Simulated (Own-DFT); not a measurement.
Simulation results for SiC (3C silicon carbide, strained, atoms displaced)

All values are calculated (Own-DFT development build). A calculation, not a measurement: plane-wave PBE density functional theory by an unreviewed code, no spin, of a simulated periodic cell, stress positive in tension, free energy of the whole cell less one offset for each atom, forces on such cells passed a denser k mesh, this cell's mesh not checked; offsets are fitted by least squares, one for each functional and potential file, so energies compare only between cells with the same atoms and settings and are not formation energies; the far tail of each file's local potential was reset to the Coulomb form; each entry is a single point on an unrelaxed cell, so the pressure reflects the starting lattice, mostly measured values (interpolated for alloys), from which strain is counted, and rises with the displacements; printed positions are rounded, which can move forces by about a meV/angstrom; the program, named Own-DFT, is a retired in-house code; no spin-orbit coupling.

```yaml
- formula: SiC
  kind: "3C silicon carbide, strained, atoms displaced"
  structure:
    cell_angstrom:
      - [8.7222, 0.1496, 0.0278]
      - [0.1496, 8.7884, -0.1529]
      - [0.0278, -0.1529, 8.5791]
    atoms_fractional:
      - [Si, 0.00043, 0.99919, 0.99896]
      - [Si, 0.00515, 0.25546, 0.2544]
      - [Si, 0.23621, 0.98592, 0.25769]
      - [Si, 0.25037, 0.25752, 0.99753]
      - [C, 0.12448, 0.12535, 0.12345]
      - [C, 0.12261, 0.37495, 0.3773]
      - [C, 0.37333, 0.13047, 0.37874]
      - [C, 0.38196, 0.38282, 0.13224]
      - [Si, 0.00043, 0.00256, 0.49935]
      - [Si, 0.99531, 0.25618, 0.75158]
      - [Si, 0.24709, 0.00744, 0.74505]
      - [Si, 0.25767, 0.2557, 0.49648]
      - [C, 0.11792, 0.12131, 0.63061]
      - [C, 0.13415, 0.3762, 0.87205]
      - [C, 0.37715, 0.12362, 0.86929]
      - [C, 0.37658, 0.37724, 0.62708]
      - [Si, 0.98618, 0.49461, 0.00089]
      - [Si, 0.99976, 0.74725, 0.24321]
      - [Si, 0.25869, 0.50107, 0.25234]
      - [Si, 0.25148, 0.75138, 0.00023]
      - [C, 0.12069, 0.62802, 0.12147]
      - [C, 0.12435, 0.87349, 0.38094]
      - [C, 0.38382, 0.62533, 0.36783]
      - [C, 0.36599, 0.8708, 0.12136]
      - [Si, 0.99294, 0.50361, 0.48957]
      - [Si, 0.00446, 0.75117, 0.75766]
      - [Si, 0.25696, 0.49778, 0.75046]
      - [Si, 0.24193, 0.73878, 0.49347]
      - [C, 0.12676, 0.63034, 0.63006]
      - [C, 0.12644, 0.88423, 0.87198]
      - [C, 0.37349, 0.62049, 0.87374]
      - [C, 0.38762, 0.87989, 0.62048]
      - [Si, 0.5144, 0.00222, 0.00678]
      - [Si, 0.50147, 0.25744, 0.2503]
      - [Si, 0.74769, 0.00728, 0.25097]
      - [Si, 0.74722, 0.24354, 0.00591]
      - [C, 0.63026, 0.12776, 0.12141]
      - [C, 0.62674, 0.36818, 0.37723]
      - [C, 0.87088, 0.11873, 0.36722]
      - [C, 0.87905, 0.37953, 0.12492]
      - [Si, 0.49164, 0.99353, 0.50026]
      - [Si, 0.49084, 0.2508, 0.76185]
      - [Si, 0.74563, 0.99927, 0.74631]
      - [Si, 0.75336, 0.24417, 0.49428]
      - [C, 0.61945, 0.13, 0.62824]
      - [C, 0.62006, 0.38203, 0.88264]
      - [C, 0.87055, 0.12231, 0.87418]
      - [C, 0.8672, 0.37919, 0.62854]
      - [Si, 0.50522, 0.503, 0.00919]
      - [Si, 0.51503, 0.76156, 0.25727]
      - [Si, 0.75272, 0.49742, 0.25114]
      - [Si, 0.75517, 0.74922, 0.99808]
      - [C, 0.62897, 0.62564, 0.12685]
      - [C, 0.62681, 0.88035, 0.37651]
      - [C, 0.8852, 0.63252, 0.37234]
      - [C, 0.87579, 0.87295, 0.12122]
      - [Si, 0.50038, 0.49889, 0.50308]
      - [Si, 0.4935, 0.74882, 0.7567]
      - [Si, 0.75527, 0.50138, 0.74682]
      - [Si, 0.7525, 0.74712, 0.49537]
      - [C, 0.61991, 0.62528, 0.61721]
      - [C, 0.60728, 0.88567, 0.87492]
      - [C, 0.87291, 0.61543, 0.87212]
      - [C, 0.8779, 0.87396, 0.62116]
  settings:
    functional: PBE
    potential_files: "PseudoDojo norm-conserving, scalar-relativistic, standard set"
    "wave_cutoff [hartree]": 42.0
    occupations: Fermi-Dirac
    "smearing_width [eV]": 0.1
    hardware: "one NVIDIA H100"
    k_mesh: "4 x 4 x 4 centred on Gamma"
  results:
    "free_energy_of_cell_above_offsets [eV]": "-3.996"
    "pressure [GPa]": 7.66
    "stress_xx [GPa]": -6.32
    "stress_yy [GPa]": -5.4
    "stress_zz [GPa]": -11.27
    "stress_yz [GPa]": -10.36
    "stress_xz [GPa]": 2.86
    "stress_xy [GPa]": 8.28
    force_element: [Si, Si, Si, Si, C, C, C, C, Si, Si, Si, Si, C, C, C, C, Si, Si, Si, Si, C, C, C, C, Si, Si, Si, Si, C, C, C, C, Si, Si, Si, Si, C, C, C, C, Si, Si, Si, Si, C, C, C, C, Si, Si, Si, Si, C, C, C, C, Si, Si, Si, Si, C, C, C, C]
    "force_x [eV/angstrom]": [-0.546, -0.923, 2.349, 0.799, 0.141, 1.449, 0.768, -0.436, -0.918, 0.361, 1.235, -2.117, 0.465, -2.218, -0.664, 0.493, 3.463, -0.023, -2.176, -1.254, 1.228, -1.126, -0.389, 2.925, 1.296, -0.892, -1.866, 2.154, -0.013, 0.742, 0.839, -3.868, -5.33, -0.501, -0.055, 0.884, -0.914, 0.76, 2.431, -0.934, 1.828, 2.02, -0.474, -1.572, 0.686, 1.553, 0.522, 2.288, -1.249, -3.156, -0.641, -1.782, 0.82, 1.464, -1.989, -0.076, -0.242, 0.317, -3.882, -0.536, 1.627, 4.648, 0.791, -0.588]
    "force_y [eV/angstrom]": [1.081, -1.428, 3.028, -1.692, 0.118, 0.721, -2.0, -1.454, -0.513, -0.84, -1.478, -0.194, 1.95, 0.449, 0.277, -0.526, 1.089, 1.534, 1.077, -0.603, -1.565, -1.19, 0.087, 1.348, -0.164, 0.43, 1.07, 1.596, -1.922, -1.585, 0.657, -2.352, 1.124, -1.707, -2.125, 2.269, -0.036, 1.416, 1.567, -2.292, 3.287, 0.702, 0.429, 0.416, -0.622, -1.592, 0.438, -1.683, 0.879, -2.019, 0.866, 0.224, 0.838, 0.612, -1.198, 0.725, -0.194, 0.479, 0.517, 1.091, 0.515, -3.725, 2.158, -0.367]
    "force_z [eV/angstrom]": [0.294, -1.387, -1.673, 1.075, 0.511, -0.16, -2.006, -1.799, 0.723, 0.282, 0.507, 1.937, -1.817, 0.235, 2.214, -0.857, -0.658, 0.938, -0.233, -0.918, -0.517, -0.822, 1.143, 1.873, 3.254, -0.891, -0.009, 1.423, -1.027, 0.192, 0.945, 1.358, 0.546, 0.448, -0.932, -1.692, 1.975, -0.501, 1.073, 0.706, -0.012, -1.597, 0.0, 2.305, -0.934, -0.984, 0.088, -2.796, -0.49, -2.162, 0.486, -0.1, 0.41, -0.056, -0.963, 0.32, -0.582, -1.376, 0.815, 1.307, 1.464, -1.587, 0.028, 0.66]
    "wall_time [s]": 358.8
```
